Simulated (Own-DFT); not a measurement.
# One host, several defects: zincblende GaAs

Source: density functional calculations with Own-DFT, an unreviewed in-house program that is no longer used. Nothing was measured or relaxed, and spin and spin-orbit coupling are left out.

Method: PBE; PseudoDojo norm-conserving scalar-relativistic files; cutoff 42 hartree; 3 x 3 x 3 k mesh centred on Gamma; Fermi-Dirac smearing of 0.1 eV.

Limits (not all hold for every row): not probed for a lower state with spin; forces not confirmed at this smearing and k mesh; stress not checked against mesh or cutoff.

All runs share one cell, with vectors in Å (11.737, 0.000, 0.000); (0.000, 11.737, 0.000); (0.000, 0.000, 10.919) and a volume of 1504.3 Å³, strained against the parent crystal. The atoms are randomly displaced, by u rms on each axis. The defect's site can differ from row to row.

```
                             cell     formula   u (Å)  P (GPa)
                        no defect    As32Ga32  0.0302     0.74
                        no defect    As32Ga32  0.0488     1.04
                        no defect    As32Ga32  0.0519     1.17
one As vacancy and one Ga vacancy    As31Ga31  0.0300     0.49
one As vacancy and one Ga vacancy    As31Ga31  0.0313        ?
one As vacancy and one Ga vacancy    As31Ga31  0.0503     0.69
one As vacancy and one Ga vacancy    As31Ga31  0.0526     0.65
              one Al on a Ga site  AlAs32Ga31  0.0295     0.71
              one Al on a Ga site  AlAs32Ga31  0.0499     0.99
              one Al on a Ga site  AlAs32Ga31  0.0533     1.14
              one P on an As site   As31Ga32P  0.0307     0.49
              one P on an As site   As31Ga32P  0.0480     0.73
              one P on an As site   As31Ga32P  0.0540     0.93
              one In on a Ga site  As32Ga31In  0.0303     1.33
              one In on a Ga site  As32Ga31In  0.0501     1.73
              one In on a Ga site  As32Ga31In  0.0509     1.68
```

## Analysis

P = P0 + c u² + a shift for each defect gives P0 = 0.60 GPa, c = 192 ± 20 GPa/Å² and a scatter of 0.06 GPa. The shifts, and each times the cell's volume:

- one In on a Ga site: 0.60 ± 0.05 GPa, 5.6 eV
- one Al on a Ga site: -0.05 ± 0.05 GPa, -0.5 eV (not resolved)
- one P on an As site: -0.28 ± 0.05 GPa, -2.6 eV
- one As vacancy and one Ga vacancy: -0.38 ± 0.05 GPa, -3.6 eV

Positive is outwards. The product with the volume (160.2 GPa Å³ to the eV) is nearly free of the cell's size; divided by the bulk modulus at the cell's pressure it gives the volume that the defect adds. The atoms around the defects weren't relaxed, which would change these numbers.

## Test on the hidden row

The question: what pressure belongs in the blank (one As vacancy and one Ga vacancy, u = 0.0313 Å)?

From the fit: 0.40 ± 0.08 GPa. The run itself gave 0.48 GPa.
